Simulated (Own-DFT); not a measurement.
# Strain and stress in wurtzite GaN, 72 atoms (Ga36N36)

No measurement is shown. These are fixed-geometry runs of a retired plane-wave code named Own-DFT, which no person has reviewed; spin and spin-orbit coupling are neglected.

Common settings: PBE; PseudoDojo norm-conserving scalar-relativistic files (stringent for Ga); cutoff 96 hartree; 4 x 4 x 3 k mesh centred on Gamma; Gaussian smearing of 0.01 eV.

Known weak points: forces not confirmed at this smearing and k mesh; stress not checked against mesh or cutoff.

Unstrained cell vectors in Å: (9.567, 0.000, 0.000); (-4.784, 8.285, 0.000); (0.000, 0.000, 10.370). The unstrained cell has measured lattice constants (interpolated for alloys), not those of this functional. That, the random moves and any unrelaxed bonds set the pressure at no strain. A uniform strain is put on this cell, atoms riding along. Each atom got a random Gaussian move of width 0.05 Å along each axis. Strain is the symmetric tensor, in per cent. Stress is positive in tension, and the pressure is minus a third of its trace.

```
run,e_xx (%),e_yy (%),e_zz (%),e_yz (%),e_xz (%),e_xy (%),s_xx (GPa),s_yy (GPa),s_zz (GPa),s_yz (GPa),s_xz (GPa),s_xy (GPa),P (GPa),E (meV/atom)
1,-1.95,-1.06,1.38,1.15,0.06,-0.12,-16.30,-12.14,-4.60,2.88,1.00,-0.97,11.01,34.0
2,0.57,-1.06,-1.50,-0.29,-0.30,-0.50,-7.99,-11.73,-14.66,-1.06,0.18,-2.06,11.46,32.2
3,1.36,-1.04,1.51,0.54,-1.59,1.79,-1.88,-8.92,-1.01,1.47,-3.72,4.61,3.94,17.4
4,-1.17,1.55,1.58,-1.67,1.43,-0.90,-11.22,-1.04,0.49,-3.00,2.82,-2.49,3.93,19.0
5,1.66,-1.47,0.46,1.97,1.75,1.75,-1.17,-12.23,-6.21,4.31,4.20,4.91,6.54,25.8
6,0.81,1.63,0.71,1.69,-0.24,-0.15,-1.40,0.46,-3.02,3.44,-1.51,0.16,1.32,7.1
7,-0.41,0.38,0.96,1.30,-1.05,-0.23,-7.67,-6.33,-1.99,2.48,-2.29,-1.21,5.33,0.0
8,0.23,-1.45,-0.94,-1.85,-1.80,1.09,-7.00,-14.74,-15.30,-3.83,-4.21,4.09,12.35,49.7
9,1.10,-1.66,1.48,-1.57,-1.45,1.99,-4.24,-13.73,-1.88,-4.03,-3.70,6.23,6.62,39.1
10,-1.44,0.09,-0.96,1.47,0.77,0.98,-13.82,-9.39,-11.95,3.46,1.26,2.72,11.72,18.0
11,-1.40,0.67,0.70,-1.32,0.76,-1.06,-11.57,-5.33,-4.49,-2.22,2.02,-2.89,7.13,9.6
12,-1.87,-0.90,1.39,1.79,-0.25,-0.68,-16.05,-13.04,-2.89,3.72,-1.86,-1.34,10.66,34.4
13,0.97,-1.62,1.69,0.72,0.25,-1.81,-3.30,-12.05,-1.68,2.51,-0.25,-5.65,5.68,26.2
14,-1.10,-1.54,-1.79,-1.08,0.75,1.93,-14.14,-16.40,-19.06,-2.32,1.52,5.00,16.53,42.4
15,1.23,-1.39,0.42,0.78,-0.12,0.66,?,?,?,?,?,?,?,?
```

E is the free energy for each atom above the lowest run shown.

## Analysis

Regress every stress component on the fractional strains (shears doubled) of the visible runs, with a constant. Shear strains stay in the fit of a normal stress only where such slopes are resolved. The slopes, in GPa:

| stress | at no strain | per e_xx | per e_yy | per e_zz | scatter |
|---|---|---|---|---|---|
| s_xx | -7.3 | 435 ± 19 | 100 ± 21 | 41 ± 19 | 0.84 |
| s_yy | -7.6 | 95 ± 16 | 426 ± 18 | 65 ± 16 | 0.70 |
| s_zz | -7.7 | 57 ± 21 | 121 ± 24 | 463 ± 21 | 0.92 |

The slope of each shear stress on twice its own strain, from a fit on all six strains: yz 105 ± 5, xz 116 ± 11, xy 147 ± 9 GPa. These are stiffnesses along x, y and z of the frame in which the cell vectors are given, with the crystal's c axis along z: C11, C12, C13 and C33. Hexagonal symmetry asks that xx and yy behave alike, which is a second check on the noise. The atoms are held to the strained lattice; where symmetry lets them move under strain, relaxing them would lower some slopes. Slopes across the diagonal should nearly agree, so their difference gauges the noise. A ninth of the table's sum, 200 ± 5 GPa, estimates the bulk modulus near the mean pressure of these runs, 8.2 GPa, so it lies above the value at zero pressure.

## Test on the hidden row

Q: what normal stresses and pressure should run 15 give?

The fitted form gives s_xx = -3.1, s_yy = -12.1, s_zz = -6.8 and P = 7.3 GPa. The calculation gave -2.90, -10.61, -6.90 and P = 6.80 GPa.
